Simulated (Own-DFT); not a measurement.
AlN (wurtzite, strained, atoms displaced) (calculated)

Computed with Own-DFT development build. A calculation, not a measurement: plane-wave PBE density functional theory by an unreviewed code, no spin, of a simulated periodic cell, stress positive in tension, free energy of the whole cell less one offset for each atom, forces on such cells passed a denser k mesh, this cell's mesh not checked; offsets are fitted by least squares, one for each functional and potential file, so energies compare only between cells with the same atoms and settings and are not formation energies; the far tail of each file's local potential was reset to the Coulomb form; each entry is a single point on an unrelaxed cell, so the pressure reflects the starting lattice, mostly measured values (interpolated for alloys), from which strain is counted, and rises with the displacements; printed positions are rounded, which can move forces by about a meV/angstrom; the program, named Own-DFT, is a retired in-house code; no spin-orbit coupling.

Settings shared by all entries: functional PBE; potential files PseudoDojo norm-conserving, scalar-relativistic, standard set; wave cutoff 42 hartree; occupations Fermi-Dirac; smearing width 0.1 eV; hardware one NVIDIA H100; k mesh 2 x 2 x 2 centred on Gamma.

(1) AlN (wurtzite, strained, atoms displaced)

```
AlN
1.0
     12.4706     0.0543     0.1207
     -6.1883    10.8817    -0.1980
      0.0966    -0.1272     9.7877
Al N Al N Al N Al N Al N Al N Al N Al N Al N Al N Al N Al N Al N Al N Al N Al N Al N Al N Al N Al N Al N Al N Al N Al N Al N Al N Al N Al N Al N Al N Al N Al N
2 2 2 2 2 2 2 2 2 2 2 2 2 2 2 2 2 2 2 2 2 2 2 2 2 2 2 2 2 2 2 2 2 2 2 2 2 2 2 2 2 2 2 2 2 2 2 2 2 2 2 2 2 2 2 2 2 2 2 2 2 2 2 2
Direct
  0.08164 0.16364 0.00274
  0.16508 0.08580 0.24587
  0.08646 0.16649 0.18151
  0.16928 0.07725 0.43986
  0.08324 0.16763 0.50571
  0.16443 0.08091 0.75144
  0.07987 0.16668 0.69043
  0.16346 0.08183 0.94425
  0.08040 0.41004 0.99961
  0.16389 0.32669 0.24916
  0.08747 0.41938 0.18534
  0.16836 0.32852 0.44624
  0.08916 0.42143 0.49662
  0.16346 0.32290 0.74501
  0.08453 0.41719 0.69016
  0.16205 0.32963 0.94580
  0.08504 0.67659 0.99559
  0.16320 0.58779 0.25039
  0.09122 0.67562 0.19990
  0.16725 0.58077 0.44093
  0.08691 0.67022 0.49620
  0.16572 0.58401 0.73995
  0.08029 0.67333 0.69317
  0.16373 0.58534 0.93535
  0.07741 0.91565 0.00686
  0.16049 0.83538 0.24698
  0.08088 0.91886 0.19251
  0.16045 0.83064 0.43540
  0.08406 0.92013 0.50142
  0.16179 0.83700 0.74857
  0.08489 0.92207 0.69009
  0.16969 0.82787 0.93753
  0.32829 0.16080 0.00717
  0.41347 0.08558 0.25492
  0.33440 0.16381 0.18513
  0.41945 0.08460 0.43726
  0.32765 0.16419 0.50052
  0.41800 0.07760 0.74964
  0.32862 0.16886 0.69577
  0.41342 0.08136 0.93991
  0.33191 0.41902 0.00671
  0.42218 0.33030 0.24854
  0.33942 0.42194 0.19532
  0.41628 0.32592 0.43311
  0.32354 0.40684 0.49713
  0.41321 0.33036 0.73924
  0.32544 0.41602 0.68822
  0.41674 0.32706 0.94070
  0.32667 0.66006 0.99139
  0.41291 0.58423 0.24652
  0.33334 0.67023 0.19520
  0.41803 0.57675 0.44379
  0.32845 0.66962 0.50205
  0.42019 0.57954 0.75714
  0.33215 0.66945 0.68966
  0.41263 0.59060 0.94326
  0.33240 0.91544 0.00559
  0.41627 0.83367 0.24546
  0.32605 0.91481 0.19056
  0.40997 0.83485 0.43717
  0.32964 0.92179 0.50385
  0.41172 0.83653 0.74619
  0.33572 0.91570 0.68201
  0.41038 0.83056 0.94804
  0.58079 0.16414 0.00844
  0.66894 0.09060 0.25207
  0.58047 0.16808 0.18966
  0.66792 0.08182 0.44019
  0.58610 0.17516 0.50268
  0.66571 0.08007 0.74995
  0.58163 0.16893 0.68775
  0.66146 0.07699 0.93544
  0.58602 0.41244 0.00264
  0.66609 0.33252 0.24449
  0.58410 0.42735 0.18913
  0.66139 0.32716 0.43060
  0.59092 0.42425 0.50412
  0.66918 0.33273 0.74639
  0.58104 0.41703 0.69253
  0.66387 0.34121 0.94772
  0.57902 0.66392 0.00583
  0.66786 0.58505 0.24796
  0.57873 0.65935 0.19825
  0.67184 0.58950 0.44649
  0.58541 0.66703 0.49537
  0.66221 0.57908 0.74121
  0.58557 0.66464 0.68924
  0.66530 0.58474 0.94367
  0.58069 0.92355 0.99557
  0.66785 0.83382 0.24743
  0.58237 0.91211 0.18570
  0.66332 0.83599 0.43526
  0.58543 0.91810 0.49838
  0.66966 0.83293 0.75668
  0.57939 0.91719 0.69377
  0.66164 0.83608 0.93999
  0.83854 0.16529 0.99840
  0.91842 0.09568 0.24674
  0.83202 0.16299 0.19577
  0.91359 0.08366 0.43993
  0.83768 0.17295 0.49990
  0.92133 0.08384 0.75263
  0.82454 0.16184 0.69033
  0.91142 0.08212 0.94980
  0.83131 0.41701 0.99798
  0.91735 0.33660 0.25544
  0.84417 0.42222 0.20116
  0.92289 0.33615 0.43215
  0.82273 0.42177 0.50229
  0.91710 0.33534 0.75257
  0.82846 0.40362 0.69425
  0.92282 0.33546 0.94145
  0.83697 0.65787 0.99894
  0.91683 0.58562 0.24718
  0.83382 0.66614 0.19412
  0.91961 0.57995 0.44520
  0.83477 0.66751 0.50402
  0.92236 0.58669 0.75406
  0.83865 0.66523 0.69426
  0.91378 0.58118 0.95163
  0.83772 0.91822 0.00613
  0.91838 0.83029 0.24936
  0.82889 0.91871 0.19143
  0.91414 0.83230 0.44200
  0.83387 0.91554 0.51271
  0.91513 0.84181 0.75193
  0.83132 0.91992 0.69339
  0.92210 0.83763 0.95196
```

- free energy of cell above offsets: -51.945 eV
- pressure: 6.52 GPa
- stress xx: -4.47 GPa
- stress yy: -2.17 GPa
- stress zz: -12.9 GPa
- stress yz: -3.25 GPa
- stress xz: 2.57 GPa
- stress xy: 1.66 GPa
- wall time: 416.7 s

Force:
```tsv
element	x (eV/Å)	y (eV/Å)	z (eV/Å)
Al	-0.373	0.803	-2.135
Al	0.892	-0.431	0.515
N	-0.87	-0.084	2.996
N	-1.813	1.164	-0.212
Al	-0.378	-1.147	-2.057
Al	0.247	1.193	0.47
N	0.906	-1.693	0.75
N	0.264	-0.833	-0.143
Al	0.049	2.425	-0.525
Al	0.371	2.085	-0.316
N	-0.304	-0.583	1.929
N	-1.827	-0.861	-1.331
Al	-0.771	-1.133	0.25
Al	-0.91	2.999	1.578
N	-0.264	-0.713	-0.142
N	1.328	-0.57	-1.068
Al	1.44	-2.676	1.24
Al	1.981	-0.589	-0.649
N	-2.094	-1.386	-1.783
N	-0.678	0.567	0.352
Al	-0.569	-0.453	0.256
Al	0.079	0.34	1.19
N	1.262	-0.679	-0.701
N	-0.368	-1.06	0.38
Al	2.211	0.834	-1.173
Al	1.385	0.891	0.467
N	0.091	0.065	0.376
N	0.283	0.926	1.598
Al	-0.251	-1.321	-1.006
Al	1.431	-0.036	0.007
N	-0.875	-0.701	0.508
N	-1.916	2.618	0.165
Al	0.21	1.117	-3.364
Al	0.658	-1.366	-1.357
N	-0.933	0.37	2.6
N	-0.65	0.19	1.994
Al	1.599	0.536	-0.045
Al	-1.028	1.23	-0.074
N	0.774	-1.656	-1.073
N	0.742	-0.408	0.478
Al	0.702	-0.714	-1.167
Al	-1.324	0.957	-0.976
N	-0.653	-2.078	-0.006
N	-0.072	0.612	2.273
Al	2.651	2.588	-0.348
Al	-0.357	0.83	2.01
N	1.551	-0.478	0.701
N	-0.791	0.787	0.106
Al	-2.239	2.388	1.721
Al	0.107	0.312	1.642
N	-0.419	-1.215	-1.027
N	-1.192	0.363	-0.037
Al	2.194	0.139	-1.169
Al	-1.344	0.853	-2.157
N	0.484	-0.336	0.816
N	2.988	-2.538	0.102
Al	-0.235	0.241	-0.93
Al	-0.301	0.445	0.103
N	0.358	1.075	1.03
N	0.844	0.032	0.872
Al	0.731	-0.625	-3.36
Al	1.598	-1.216	1.123
N	-2.227	0.543	2.381
N	0.592	0.284	-1.379
Al	-0.344	0.138	-2.907
Al	0.021	-2.143	-0.282
N	0.347	-0.073	1.368
N	-0.581	1.259	0.626
Al	0.311	-2.416	-1.196
Al	-0.925	0.227	-0.99
N	0.341	-0.214	1.271
N	0.193	2.81	1.445
Al	-4.66	2.567	-0.336
Al	0.002	1.396	-0.643
N	1.673	-2.32	0.941
N	0.036	2.029	1.791
Al	-1.463	-1.177	-1.766
Al	-1.699	-0.491	1.512
N	0.939	-0.81	-0.5
N	4.49	-3.041	-1.472
Al	0.124	1.114	-0.467
Al	-0.195	0.585	0.634
N	0.097	1.591	-0.657
N	0.972	-1.262	-0.573
Al	-1.838	0.573	0.014
Al	0.961	1.387	1.979
N	-0.514	0.591	0.381
N	0.873	-0.51	-0.553
Al	0.231	-2.447	0.601
Al	-0.8	-0.248	-0.404
N	-0.697	1.575	0.733
N	1.806	-0.85	1.717
Al	-1.671	-0.074	-0.004
Al	-1.96	-0.449	-1.107
N	0.756	-0.624	-0.33
N	1.655	-0.665	1.373
Al	-3.171	1.095	0.586
Al	1.814	-3.052	1.018
N	-1.619	2.393	-1.56
N	1.593	0.01	0.728
Al	-0.695	-0.411	-0.391
Al	-2.446	0.395	0.171
N	2.109	1.162	0.761
N	2.886	-0.781	-1.659
Al	0.948	-0.539	1.059
Al	1.239	-0.284	-2.441
N	-2.28	-0.956	-1.984
N	-0.65	-0.078	3.626
Al	2.676	-1.144	-0.881
Al	1.354	-1.292	-0.76
N	-0.655	2.817	-0.515
N	-1.933	-1.225	0.247
Al	-4.581	2.457	0.631
Al	1.067	0.322	1.004
N	0.162	-0.009	-0.398
N	-1.161	0.795	-0.308
Al	0.799	0.454	-0.56
Al	-0.757	-1.067	-0.259
N	-1.275	0.658	0.617
N	2.796	-0.734	-1.84
Al	-2.051	-0.639	-0.365
Al	-1.963	0.962	0.168
N	1.852	0.329	0.807
N	0.555	0.133	0.797
Al	-1.308	0.545	-4.058
Al	1.45	-1.729	0.539
N	0.773	-0.11	1.61
N	-0.981	-1.727	-1.86
```

(2) AlN (wurtzite, strained, atoms displaced)

```
AlN
1.0
     12.4739    -0.0870     0.1228
     -6.3123    10.7422     0.0723
      0.0983     0.1236    10.1047
Al N Al N Al N Al N Al N Al N Al N Al N Al N Al N Al N Al N Al N Al N Al N Al N Al N Al N Al N Al N Al N Al N Al N Al N Al N Al N Al N Al N Al N Al N Al N Al N
2 2 2 2 2 2 2 2 2 2 2 2 2 2 2 2 2 2 2 2 2 2 2 2 2 2 2 2 2 2 2 2 2 2 2 2 2 2 2 2 2 2 2 2 2 2 2 2 2 2 2 2 2 2 2 2 2 2 2 2 2 2 2 2
Direct
  0.08317 0.16668 0.99072
  0.16472 0.08462 0.25118
  0.08098 0.16568 0.19189
  0.15948 0.08447 0.44741
  0.07290 0.15233 0.50720
  0.16021 0.08032 0.75093
  0.08212 0.16527 0.69126
  0.17095 0.09157 0.94292
  0.08184 0.41764 0.00252
  0.16125 0.33418 0.25676
  0.08327 0.41519 0.19362
  0.15845 0.32481 0.43843
  0.07016 0.41727 0.50360
  0.16364 0.33680 0.75536
  0.08092 0.40820 0.68888
  0.16209 0.32343 0.94522
  0.08578 0.66824 0.99633
  0.16771 0.58335 0.25285
  0.08306 0.65965 0.18519
  0.16334 0.58018 0.44329
  0.08560 0.67048 0.50031
  0.16893 0.58531 0.75814
  0.07947 0.66801 0.68079
  0.15426 0.57814 0.94660
  0.08157 0.91573 0.00723
  0.17520 0.83696 0.24901
  0.08762 0.90670 0.19216
  0.17853 0.83855 0.43949
  0.08381 0.91830 0.50481
  0.17104 0.84255 0.75047
  0.07367 0.91317 0.68729
  0.16747 0.83286 0.94526
  0.33309 0.16414 0.00154
  0.42151 0.09594 0.24358
  0.33630 0.16859 0.19059
  0.41502 0.07434 0.44890
  0.32387 0.15920 0.49704
  0.41544 0.08126 0.74656
  0.33161 0.17248 0.69650
  0.41789 0.08214 0.93978
  0.33634 0.42087 0.00827
  0.41179 0.32646 0.25385
  0.33873 0.42046 0.19400
  0.41819 0.33724 0.43605
  0.33332 0.41752 0.49516
  0.42034 0.33186 0.75384
  0.33413 0.41858 0.69332
  0.41023 0.32986 0.94102
  0.32978 0.67329 0.99683
  0.41812 0.57929 0.25215
  0.33398 0.66518 0.18474
  0.41232 0.58428 0.44203
  0.33321 0.66946 0.50563
  0.41506 0.57950 0.74398
  0.33716 0.67045 0.69391
  0.40210 0.57932 0.95312
  0.32849 0.90879 0.99935
  0.41926 0.83803 0.24983
  0.33710 0.92116 0.18927
  0.42084 0.83553 0.45207
  0.33426 0.91632 0.49699
  0.41381 0.83135 0.75301
  0.32629 0.91334 0.69833
  0.41576 0.82927 0.94119
  0.57977 0.15787 0.00327
  0.66958 0.08047 0.24366
  0.58685 0.16448 0.18664
  0.66310 0.08320 0.44831
  0.59577 0.17620 0.49809
  0.67095 0.08977 0.74463
  0.58744 0.17121 0.68840
  0.67097 0.08557 0.93882
  0.57860 0.41872 0.00781
  0.67063 0.32840 0.25947
  0.58840 0.41558 0.19386
  0.67854 0.35091 0.45009
  0.57384 0.40805 0.49370
  0.67117 0.33804 0.75546
  0.57909 0.41777 0.70315
  0.67139 0.33677 0.94926
  0.58629 0.66980 0.00563
  0.67182 0.58511 0.24552
  0.58732 0.66974 0.19387
  0.66648 0.57722 0.43858
  0.58927 0.66700 0.49264
  0.67434 0.58376 0.74804
  0.58594 0.67083 0.68931
  0.66332 0.57611 0.94342
  0.58361 0.91497 0.00338
  0.66403 0.83390 0.24635
  0.58806 0.91489 0.18875
  0.67195 0.83167 0.44764
  0.58376 0.91946 0.49445
  0.65698 0.82997 0.75150
  0.57757 0.91231 0.69283
  0.67279 0.84576 0.93747
  0.83788 0.17183 0.00293
  0.92886 0.09144 0.25203
  0.82945 0.15556 0.19098
  0.91727 0.08643 0.44218
  0.83796 0.16767 0.49215
  0.91993 0.08826 0.74316
  0.83410 0.16602 0.69032
  0.91795 0.08098 0.93593
  0.84048 0.41686 0.99223
  0.91201 0.32728 0.24636
  0.83812 0.42236 0.17800
  0.91707 0.33378 0.43805
  0.83339 0.41734 0.49279
  0.92069 0.33123 0.75731
  0.83135 0.41652 0.69735
  0.91471 0.33197 0.94865
  0.82250 0.66019 0.99609
  0.92558 0.58842 0.24774
  0.83821 0.66465 0.20089
  0.91494 0.57515 0.45045
  0.83672 0.66548 0.49238
  0.92263 0.58805 0.74692
  0.84128 0.66706 0.69574
  0.91384 0.58915 0.94055
  0.82597 0.91575 0.00393
  0.91798 0.82864 0.24306
  0.83171 0.92303 0.18832
  0.91968 0.82625 0.44218
  0.83527 0.91935 0.49649
  0.91496 0.83518 0.74196
  0.82742 0.91250 0.68706
  0.91817 0.83886 0.92832
```

* free energy of cell above offsets: -51.651 eV
* pressure: 4.33 GPa
* stress xx: -6.07 GPa
* stress yy: -8.51 GPa
* stress zz: 1.6 GPa
* stress yz: 3.28 GPa
* stress xz: 2.3 GPa
* stress xy: -3.02 GPa
* wall time: 401.2 s

Force:
```tsv
element	x (eV/Å)	y (eV/Å)	z (eV/Å)
Al	-0.505	-2.074	1.731
Al	0.016	-0.653	-0.059
N	2.566	1.129	-1.109
N	1.687	-1.088	-1.783
Al	-0.276	3.448	0.104
Al	0.497	0.584	0.577
N	0.53	0.611	-0.004
N	0.377	-2.278	-0.115
Al	1.037	-1.594	0.972
Al	1.292	-0.204	-0.599
N	-0.436	0.023	-0.563
N	0.045	0.75	1.318
Al	3.175	-0.414	-0.091
Al	2.148	-1.112	-0.248
N	-0.795	2.104	0.64
N	-0.747	4.093	-0.768
Al	-2.432	-0.567	0.909
Al	0.196	-0.335	-0.109
N	1.067	2.112	0.595
N	0.203	1.257	-0.193
Al	0.048	-0.615	-0.581
Al	-0.927	-0.383	-1.463
N	2.526	0.989	1.993
N	1.813	1.118	-1.66
Al	-0.253	0.119	-1.546
Al	-0.003	-1.669	0.599
N	-1.701	2.135	-0.037
N	-2.352	-0.709	-0.505
Al	0.521	-1.286	-1.005
Al	-2.504	-2.377	0.604
N	2.71	1.589	0.323
N	-0.712	0.581	-1.108
Al	0.134	0.421	-0.78
Al	1.181	-2.566	1.483
N	-1.216	-0.646	0.108
N	-0.491	4.218	-1.805
Al	1.281	1.145	1.45
Al	-0.01	1.088	0.323
N	0.641	-2.155	-1.539
N	-0.449	-0.553	0.178
Al	-0.521	-2.064	-0.592
Al	0.369	2.384	-0.87
N	-0.352	-1.767	0.327
N	-0.878	-2.151	0.404
Al	-1.294	-0.823	1.148
Al	-2.363	0.483	0.72
N	-0.066	-1.178	-0.883
N	0.649	0.947	1.053
Al	0.585	-2.956	1.411
Al	-1.096	1.353	0.016
N	-0.071	0.901	1.288
N	0.993	0.547	-0.353
Al	0.001	-0.957	-0.28
Al	0.403	0.944	1.331
N	-0.752	-1.228	0.12
N	1.877	1.894	-1.94
Al	0.685	1.635	0.149
Al	-0.061	-1.174	0.422
N	0.915	0.457	-0.236
N	-0.874	-0.273	-2.231
Al	1.121	-1.026	1.89
Al	-0.008	0.943	-0.243
N	2.289	1.092	-1.477
N	-0.386	2.155	-0.318
Al	0.432	2.02	-1.486
Al	-1.309	-0.378	1.297
N	0.062	0.193	1.627
N	1.604	1.049	-2.216
Al	-1.806	-0.794	1.395
Al	-0.613	-1.579	0.809
N	-0.418	-0.093	-0.048
N	-0.336	-0.361	0.396
Al	1.284	-2.51	-0.492
Al	-0.243	1.899	-2.069
N	-0.813	-0.569	0.595
N	-1.592	-3.765	-2.22
Al	0.868	2.178	2.038
Al	-1.291	-0.684	0.896
N	2.13	0.076	-2.22
N	-0.935	-0.944	-0.826
Al	-1.051	-0.386	-1.136
Al	-0.501	-1.022	1.306
N	0.36	-0.491	-0.422
N	-0.363	0.768	-0.101
Al	-0.662	-0.972	1.374
Al	-1.441	0.31	0.146
N	0.454	-1.545	0.064
N	-1.72	2.022	-0.408
Al	-0.359	0.84	-1.18
Al	1.599	-0.077	1.754
N	-1.707	0.334	0.315
N	-1.617	1.193	-2.265
Al	1.313	-1.219	2.22
Al	1.157	1.045	-0.605
N	0.057	1.472	-0.618
N	-0.889	-2.845	0.446
Al	0.335	-2.628	-0.535
Al	-2.686	-2.345	0.257
N	0.971	2.125	0.122
N	0.162	-1.009	-0.995
Al	-1.368	-0.134	1.693
Al	-1.015	-2.208	1.434
N	0.527	0.908	-0.986
N	-0.868	1.006	0.189
Al	-2.754	1.188	0.744
Al	-0.118	1.159	-0.249
N	0.453	-1.201	2.441
N	-1.624	-0.701	-0.911
Al	2.024	-0.59	3.029
Al	-1.945	-0.115	-0.507
N	2.208	0.285	-0.889
N	1.737	0.549	-1.464
Al	2.071	1.752	0.338
Al	-0.744	-1.885	0.706
N	-0.643	0.264	-1.995
N	0.529	3.347	-2.367
Al	-0.447	-1.707	1.611
Al	-0.933	-1.279	1.029
N	-1.439	0.213	-1.59
N	1.664	-0.421	-0.445
Al	2.289	1.142	-1.106
Al	-0.857	1.144	1.293
N	1.695	-0.867	0.832
N	-0.749	2.414	-1.215
Al	0.447	-1.345	0.938
Al	-1.551	-0.966	0.998
N	0.273	1.127	-0.362
N	-0.344	-0.763	2.499
```
